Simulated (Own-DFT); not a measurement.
Hf31SiO64 (monoclinic hafnia with substituted atoms, atoms displaced) (calculated)

All values are calculated (Own-DFT development build). A calculation, not a measurement: plane-wave PBE and HSE06 DFT by an unreviewed code, no spin, of a simulated cell at Gamma alone, so results move with cell size and shape, stress positive in tension, energies less offsets, not probed for a lower state with spin; hafnium file: forces about 75 meV/angstrom off all-electron values; oxygen file: force components 24 meV/angstrom off all-electron in a glass; k mesh not checked against a denser one; forces and stress are PBE's, HSE06 gives the energy alone, and its difference from PBE has offsets of its own; offsets are fitted by least squares, one for each functional and potential file, so energies compare only between cells with the same atoms and settings and are not formation energies; the far tail of each file's local potential was reset to the Coulomb form; each entry is a single point on an unrelaxed cell, so the pressure reflects the starting lattice, mostly measured values, from which strain is counted, and rises with the displacements; printed positions are rounded, which can move forces by about a meV/angstrom; the program is a retired in-house code; no spin-orbit coupling.

Settings shared by all entries: first functional PBE; second functional HSE06; exact exchange share 0.25; screening 0.11 1/bohr; exchange divergence Gygi-Baldereschi; potential files PseudoDojo norm-conserving, scalar-relativistic, made for PBE, standard set; wave cutoff 48 hartree; occupations fixed; k mesh 1 x 1 x 1 centred on Gamma.

(1) Hf31SiO64 (monoclinic hafnia with substituted atoms, atoms displaced)

```
cell vectors (Å)
  10.2340     0.0000     0.0000
   0.0000    10.3500     0.0000
  -1.6955     0.0000    10.4453
atoms (fractions of the cell vectors)
Hf  0.14261  0.01778  0.10331
Hf  0.36381  0.27415  0.14416
Hf  0.36177  0.47856  0.39789
Hf  0.13742  0.23051  0.35492
O   0.03451  0.16777  0.17046
O   0.46207  0.41778  0.08198
O   0.46403  0.33438  0.32573
O   0.03617  0.08388  0.42382
O   0.22198  0.37986  0.24077
O   0.27962  0.13070  0.00952
O   0.27248  0.12095  0.25763
O   0.22483  0.37144  0.48678
Hf  0.13829  0.02416  0.60740
Hf  0.35793  0.26900  0.64410
Hf  0.35745  0.47925  0.89428
Hf  0.14119  0.22941  0.85621
O   0.03988  0.17002  0.67734
O   0.46350  0.41308  0.57728
O   0.46556  0.33236  0.82880
O   0.03813  0.08223  0.92175
O   0.22768  0.37933  0.73656
O   0.27725  0.12664  0.50912
O   0.27727  0.12399  0.75938
O   0.22542  0.36585  0.99089
Hf  0.13797  0.51681  0.10116
Hf  0.36105  0.77048  0.14825
Hf  0.35843  0.97921  0.39371
Hf  0.13834  0.72979  0.35451
O   0.04450  0.66350  0.17569
O   0.46579  0.91389  0.07849
O   0.46518  0.83480  0.32755
O   0.03563  0.58006  0.42561
O   0.22081  0.88321  0.23889
O   0.27109  0.62965  0.00918
O   0.27797  0.61971  0.25960
O   0.22257  0.87441  0.49275
Hf  0.13334  0.52178  0.60256
Hf  0.36300  0.76723  0.64573
Hf  0.35904  0.98102  0.89254
Si  0.13784  0.73233  0.85514
O   0.03613  0.66257  0.67352
O   0.46173  0.91531  0.57676
O   0.45886  0.83613  0.82612
O   0.03595  0.58768  0.92414
O   0.22153  0.87681  0.74196
O   0.27255  0.63035  0.50645
O   0.27840  0.61224  0.76477
O   0.22343  0.86600  0.98976
Hf  0.63897  0.02179  0.10304
Hf  0.85947  0.26996  0.14513
Hf  0.86047  0.47401  0.39302
Hf  0.64030  0.22961  0.35870
O   0.53035  0.16656  0.17050
O   0.96405  0.41405  0.07895
O   0.96267  0.33501  0.32647
O   0.53278  0.08752  0.42806
O   0.72098  0.38438  0.24147
O   0.77436  0.13047  0.00954
O   0.77574  0.11580  0.26011
O   0.72433  0.37452  0.48769
Hf  0.63940  0.02238  0.60667
Hf  0.86083  0.27084  0.64915
Hf  0.86289  0.48055  0.89796
Hf  0.63178  0.22805  0.85239
O   0.53884  0.16225  0.68030
O   0.96165  0.41222  0.57443
O   0.96118  0.33498  0.82587
O   0.53846  0.08276  0.92370
O   0.72398  0.37921  0.74116
O   0.77887  0.13375  0.51227
O   0.77248  0.12246  0.75240
O   0.72354  0.36942  0.98719
Hf  0.64089  0.51917  0.10830
Hf  0.85998  0.77133  0.14518
Hf  0.86612  0.98381  0.39652
Hf  0.63796  0.73262  0.35743
O   0.53298  0.66238  0.17325
O   0.96340  0.91660  0.07721
O   0.96070  0.83106  0.32705
O   0.53746  0.58457  0.42160
O   0.72119  0.87477  0.24365
O   0.77733  0.62460  0.01137
O   0.77656  0.61353  0.25994
O   0.72639  0.87147  0.49281
Hf  0.63972  0.52412  0.60630
Hf  0.86286  0.77284  0.64863
Hf  0.86189  0.98161  0.89708
Hf  0.63973  0.72487  0.85660
O   0.53218  0.66616  0.67541
O   0.96718  0.91838  0.58107
O   0.96518  0.82878  0.82380
O   0.54016  0.58814  0.92121
O   0.72168  0.88000  0.73803
O   0.77779  0.62754  0.51176
O   0.77673  0.61434  0.75646
O   0.72437  0.87173  0.98724
```

It finds PBE energy of cell above offsets -90.994 eV; HSE06 less PBE above offsets 0.158 eV; PBE pressure 2.26 GPa; PBE stress xx -1.29 GPa; PBE stress yy -2.39 GPa; PBE stress zz -3.11 GPa; PBE stress yz 0.13 GPa; PBE stress xz 0.22 GPa; PBE stress xy -0.06 GPa.

Force:
```csv
element,x (eV/Å),y (eV/Å),z (eV/Å)
Hf,-0.906,1.122,-0.015
Hf,-0.431,-0.509,0.931
Hf,0.472,0.138,-0.638
Hf,0.283,0.106,-0.841
O,-0.102,-0.28,-0.008
O,0.652,0.8,-0.757
O,0.326,-0.157,0.4
O,0.058,0.211,0.034
O,0.085,-0.249,-0.109
O,-0.256,-0.671,-0.177
O,0.112,-0.001,0.324
O,-0.346,-0.401,0.325
Hf,-0.071,-0.856,-0.275
Hf,1.05,0.438,-0.062
Hf,1.096,-0.086,0.653
Hf,-0.793,0.115,-0.288
O,-0.339,-0.098,-0.471
O,0.435,0.278,0.166
O,-0.691,0.457,0.01
O,-0.246,-0.12,-0.111
O,-0.471,-0.415,0.338
O,-0.198,0.458,0.206
O,0.087,-0.48,0.22
O,-0.199,0.748,-0.499
Hf,0.104,0.846,0.853
Hf,0.542,-0.782,-0.414
Hf,0.434,0.193,0.722
Hf,-0.372,-0.644,0.007
O,-1.473,0.755,-0.219
O,-0.163,0.342,-0.288
O,-0.289,0.143,0.102
O,-0.025,0.547,-0.555
O,0.259,-0.755,0.377
O,0.183,0.267,-0.634
O,0.182,0.275,0.273
O,-0.05,-0.302,-0.586
Hf,0.091,-0.535,0.07
Hf,-0.485,0.906,0.207
Hf,0.732,-0.789,0.726
Si,-1.73,-0.424,-0.611
O,0.318,1.111,1.622
O,0.357,0.033,0.085
O,1.01,-0.502,0.156
O,1.184,1.517,-1.029
O,-0.891,-0.764,0.766
O,0.247,-0.02,0.623
O,-1.087,2.113,-0.339
O,-0.633,-0.854,-1.423
Hf,-0.957,-0.373,0.36
Hf,0.445,0.118,-0.126
Hf,-0.115,1.276,0.807
Hf,-1.035,0.063,-0.615
O,1.1,-0.437,0.359
O,0.168,0.308,-0.309
O,0.468,-0.931,-0.286
O,0.235,0.107,-0.334
O,0.178,-1.698,-0.151
O,0.457,-0.425,-0.08
O,-0.202,0.809,-0.067
O,-0.57,-0.525,0.229
Hf,-0.413,-0.541,-0.714
Hf,0.086,0.583,-0.156
Hf,-0.165,-0.472,-0.511
Hf,1.094,0.61,0.375
O,-1.441,0.408,-1.008
O,0.7,0.235,0.308
O,1.011,-0.312,0.651
O,-0.853,-0.611,0.041
O,-0.219,0.02,-0.392
O,-0.138,-0.578,-0.601
O,0.667,-0.555,1.411
O,-0.085,0.271,0.634
Hf,-0.747,0.465,-0.617
Hf,0.602,-0.595,0.53
Hf,-0.562,-1.284,0.438
Hf,0.422,-0.735,-0.328
O,0.062,0.369,0.09
O,0.168,0.072,-0.013
O,0.364,0.106,0.088
O,-0.513,-0.237,0.509
O,0.358,0.363,-0.9
O,0.251,0.722,0.184
O,0.015,1.237,-0.168
O,0.041,0.316,-0.187
Hf,-0.096,-0.769,-0.621
Hf,0.102,-0.524,-0.942
Hf,0.34,-0.183,-0.404
Hf,-0.298,1.035,-0.6
O,0.531,-0.336,-0.149
O,-0.056,0.191,-0.22
O,1.768,-0.401,1.464
O,-1.39,-1.359,0.446
O,0.53,-0.314,0.6
O,-0.046,0.452,0.127
O,-0.291,1.052,0.62
O,-0.023,-0.218,0.383
```

(2) Hf31SiO64 (monoclinic hafnia with substituted atoms, atoms displaced)

```
cell vectors (Å)
  10.2340     0.0000     0.0000
   0.0000    10.3500     0.0000
  -1.6955     0.0000    10.4453
atoms (fractions of the cell vectors)
Hf  0.13220  0.01683  0.10139
Hf  0.36987  0.26847  0.15906
Hf  0.35493  0.46492  0.40815
Hf  0.15461  0.23149  0.35027
O   0.02548  0.17291  0.17852
O   0.47016  0.42285  0.07953
O   0.46661  0.32197  0.33170
O   0.04079  0.08047  0.42641
O   0.22302  0.38470  0.23793
O   0.27626  0.13300  0.00774
O   0.26894  0.12725  0.28512
O   0.22394  0.36669  0.49335
Hf  0.13695  0.02036  0.61107
Hf  0.37285  0.28401  0.65271
Hf  0.35804  0.47251  0.88893
Hf  0.14128  0.22157  0.86203
O   0.02603  0.16066  0.67811
O   0.45680  0.42192  0.57864
O   0.46603  0.33228  0.81994
O   0.05121  0.08470  0.92906
O   0.21732  0.39051  0.73554
O   0.27712  0.13733  0.50987
O   0.28161  0.11815  0.76167
O   0.21874  0.37842  0.97796
Hf  0.14087  0.50637  0.10614
Hf  0.35123  0.77666  0.15714
Hf  0.37273  0.98741  0.39880
Hf  0.13397  0.73278  0.34940
O   0.03681  0.65567  0.17590
O   0.46418  0.91853  0.08203
O   0.46223  0.82516  0.32484
O   0.04276  0.57021  0.42402
O   0.24246  0.88729  0.24262
O   0.28888  0.63590  0.02257
O   0.26860  0.62911  0.24854
O   0.20621  0.86074  0.48950
Hf  0.13160  0.52502  0.59865
Hf  0.36856  0.76681  0.65195
Hf  0.37103  0.98123  0.89272
Hf  0.13748  0.72920  0.86566
O   0.04764  0.66406  0.67282
O   0.45226  0.91439  0.58252
O   0.46301  0.84014  0.82916
O   0.04142  0.58004  0.92869
O   0.21889  0.87643  0.74041
O   0.28758  0.62430  0.50764
O   0.28193  0.60948  0.75719
O   0.21705  0.86329  0.99773
Hf  0.65709  0.01762  0.11198
Hf  0.87318  0.27527  0.13170
Hf  0.86196  0.47780  0.38603
Hf  0.63840  0.23575  0.35237
O   0.53117  0.16667  0.16924
O   0.97433  0.40360  0.07425
O   0.97001  0.33409  0.33672
O   0.52921  0.08607  0.41754
O   0.73252  0.37575  0.24490
O   0.76432  0.11790  0.01556
O   0.78079  0.11792  0.26304
O   0.73262  0.36854  0.49192
Hf  0.63297  0.01995  0.60305
Hf  0.85590  0.26573  0.63980
Hf  0.86616  0.48259  0.89608
Hf  0.63185  0.23288  0.85222
O   0.55386  0.17274  0.68835
O   0.95766  0.41927  0.57699
O   0.96948  0.32357  0.81808
O   0.54408  0.08221  0.91801
O   0.72757  0.39527  0.74718
O   0.77597  0.12778  0.50809
O   0.77176  0.12162  0.76445
O   0.73371  0.37776  0.00272
Si  0.64090  0.51580  0.09793
Hf  0.87158  0.77973  0.13759
Hf  0.86155  0.99650  0.39704
Hf  0.64339  0.72139  0.35947
O   0.52392  0.66282  0.17927
O   0.96578  0.91098  0.07327
O   0.96548  0.83563  0.32847
O   0.53391  0.58489  0.40847
O   0.72901  0.87666  0.23172
O   0.77292  0.61849  0.00141
O   0.77855  0.61538  0.26333
O   0.72917  0.86627  0.49121
Hf  0.63347  0.51650  0.60596
Hf  0.86028  0.77163  0.63807
Hf  0.86789  0.99148  0.87816
Hf  0.64422  0.71945  0.86749
O   0.52699  0.66936  0.66008
O   0.97907  0.91801  0.58910
O   0.95198  0.84281  0.82396
O   0.54688  0.58218  0.92513
O   0.73036  0.88042  0.74163
O   0.78197  0.61701  0.51349
O   0.77077  0.64108  0.76356
O   0.71941  0.87133  0.99894
```

It finds PBE energy of cell above offsets -77.575 eV; HSE06 less PBE above offsets 0.763 eV; PBE pressure 7.83 GPa; PBE stress xx -7.56 GPa; PBE stress yy -8.21 GPa; PBE stress zz -7.72 GPa; PBE stress yz 1.15 GPa; PBE stress xz -0.69 GPa; PBE stress xy 0.32 GPa.

Force:
```csv
element,x (eV/Å),y (eV/Å),z (eV/Å)
Hf,1.44,0.069,1.491
Hf,0.944,0.319,-3.187
Hf,0.495,5.28,-2.851
Hf,-7.189,1.724,4.232
O,3.465,-3.124,-0.84
O,1.128,-0.585,0.184
O,-1.143,1.208,1.055
O,-0.317,0.645,-0.631
O,1.008,-2.03,1.622
O,0.207,0.06,2.23
O,4.389,-2.368,-5.261
O,0.42,0.044,-0.166
Hf,1.917,0.141,-1.173
Hf,-4.507,-4.144,-1.568
Hf,-0.425,2.795,1.723
Hf,1.359,2.723,-3.257
O,0.525,-0.471,-0.11
O,2.362,0.459,0.352
O,-0.282,1.485,1.833
O,-3.177,-1.943,-0.158
O,1.525,-2.559,0.52
O,0.905,-0.466,1.386
O,-0.336,1.135,-0.024
O,0.591,-0.664,1.136
Hf,1.536,4.755,-0.534
Hf,4.155,-2.198,-2.911
Hf,-3.195,-3.751,0.222
Hf,0.859,-1.36,1.454
O,-1.534,0.645,-1.169
O,0.281,0.988,-0.754
O,1.209,1.568,2.689
O,0.086,1.812,-1.729
O,-3.812,2.337,0.902
O,-1.306,-1.943,-2.947
O,-0.513,-1.767,2.195
O,1.391,1.041,0.389
Hf,0.564,-1.051,0.662
Hf,-3.893,-0.221,-0.733
Hf,-0.463,-0.433,2.227
Hf,1.361,0.04,-1.489
O,-2.446,2.087,1.119
O,2.463,2.736,-0.868
O,1.593,-1.901,-0.436
O,-0.973,0.152,-0.752
O,0.287,-0.183,1.162
O,-0.49,-0.479,-0.168
O,0.202,1.589,1.081
O,-0.657,1.79,-0.44
Hf,-4.779,-1.347,-0.448
Hf,-4.478,-1.538,4.155
Hf,0.946,-0.368,1.953
Hf,2.071,-0.37,-0.727
O,0.773,-0.08,0.724
O,1.188,2.051,-1.546
O,0.203,-0.581,-1.617
O,2.413,0.725,1.247
O,-1.201,0.276,-1.983
O,3.847,2.839,-1.439
O,-0.778,1.168,-0.279
O,-2.284,-0.386,-0.377
Hf,0.302,-1.644,1.03
Hf,2.526,2.169,1.46
Hf,0.644,-0.338,-0.932
Hf,2.074,-0.753,4.011
O,-2.023,-0.431,-4.401
O,0.199,-0.696,0.671
O,-1.71,1.438,1.646
O,-1.01,0.201,-0.201
O,-0.303,-1.044,-0.419
O,-1.257,-0.475,0.359
O,0.608,1.179,-1.283
O,-1.72,0.785,-1.054
Si,-2.658,0.637,-0.508
Hf,-2.507,-3.433,2.574
Hf,2.353,-2.892,0.296
Hf,-0.778,0.18,-2.794
O,3.536,-1.544,-0.794
O,1.865,2.552,-1.055
O,-0.519,0.267,-0.845
O,-0.905,-2.578,2.468
O,0.419,-0.323,1.692
O,0.64,0.075,2.721
O,-0.517,0.689,-1.673
O,-0.305,1.033,0.088
Hf,1.629,2.61,-1.087
Hf,1.085,-0.109,0.895
Hf,-1.716,-1.278,2.465
Hf,-0.768,4.071,-1.415
O,2.638,-1.743,1.089
O,-3.02,-1.18,-0.763
O,2.776,-2.224,0.351
O,-1.753,-2.712,1.255
O,-1.367,1.359,-1.526
O,-0.787,0.911,0.509
O,1.216,-2.051,-0.481
O,1.186,-1.079,-1.723
```
